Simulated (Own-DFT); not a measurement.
# Energy and forces against displacement in monoclinic HfO2, 96 atoms (Hf32O64)

Calculated results; nothing here was measured. The program, named Own-DFT, is a retired in-house plane-wave density functional code that no person has reviewed. Each row is one single-point run on a periodic cell that was not relaxed, without spin or spin-orbit coupling.

Settings of every run: PBE; PseudoDojo norm-conserving scalar-relativistic files; cutoff 72 hartree; 2 x 2 x 2 k mesh centred on Gamma; Fermi-Dirac smearing of 0.1 eV.

Known limits, some of them of some rows only: some atoms lie very close together; hafnium file: forces about 75 meV/angstrom off all-electron values; oxygen file: force components 24 meV/angstrom off all-electron in a glass; forces on such cells passed a denser k mesh, each cell not checked; stress not checked against mesh or cutoff.

Cell vectors in Å: (10.234, 0.000, 0.000); (0.000, 10.350, 0.000); (-1.696, 0.000, 10.445). In each run every atom was moved at random and independently from its ideal site; u is the rms move along one axis. E is the free energy for each atom above the fitted value at u = 0, and F the rms of the force components.

```
run   u (Å)  E (meV/atom)  F (eV/Å)  largest force (eV/Å)  P (GPa)
  1  0.0193           9.9     0.426                  1.42     3.86
  2  0.0217          11.2     0.446                  1.80     4.02
  3  0.0477          54.9     0.999                  4.25     5.05
  4  0.0493          60.6     1.062                  5.38     5.44
  5  0.0537             ?         ?                     ?        ?
  6  0.0750         141.5     1.699                  8.27     9.35
  7  0.0793         160.8     1.882                  7.59     9.93
  8  0.1201         358.6     2.836                 14.04    16.37
  9  0.1506         630.8     4.565                 27.69    24.73
```

## Worked fit

For small independent moves the energy grows as E = (3/2) K u², with K the mean stiffness felt by one atom. The runs with u up to 0.11 Å give K = 16.7 ± 0.3 eV/Å², with residuals divided by u² + 0.0006 Å², since the noise grows with the moves. The scatter is 1.9 meV/atom at u = 0.05 Å. The forces follow F = G u with G = 21.9 eV/Å²; no force at u = 0 is resolved. G exceeds K because the moves of its neighbours add to the force on an atom, and stiffness differs between atoms. At u = 0.151 Å the parabola gives 567 meV/atom and the run 631. The pressure follows P = 3.21 + 1054 u² GPa: at fixed volume, shortened bonds push harder than stretched ones pull.

## Withheld run

Question: what energy and rms force should run 5 give?

The fit gives 72 ± 2 meV/atom and about 1.18 eV/Å. The calculation gave 80.4 meV/atom and 1.308 eV/Å. This run lies off the fit, by chance or by something that the fit leaves out.
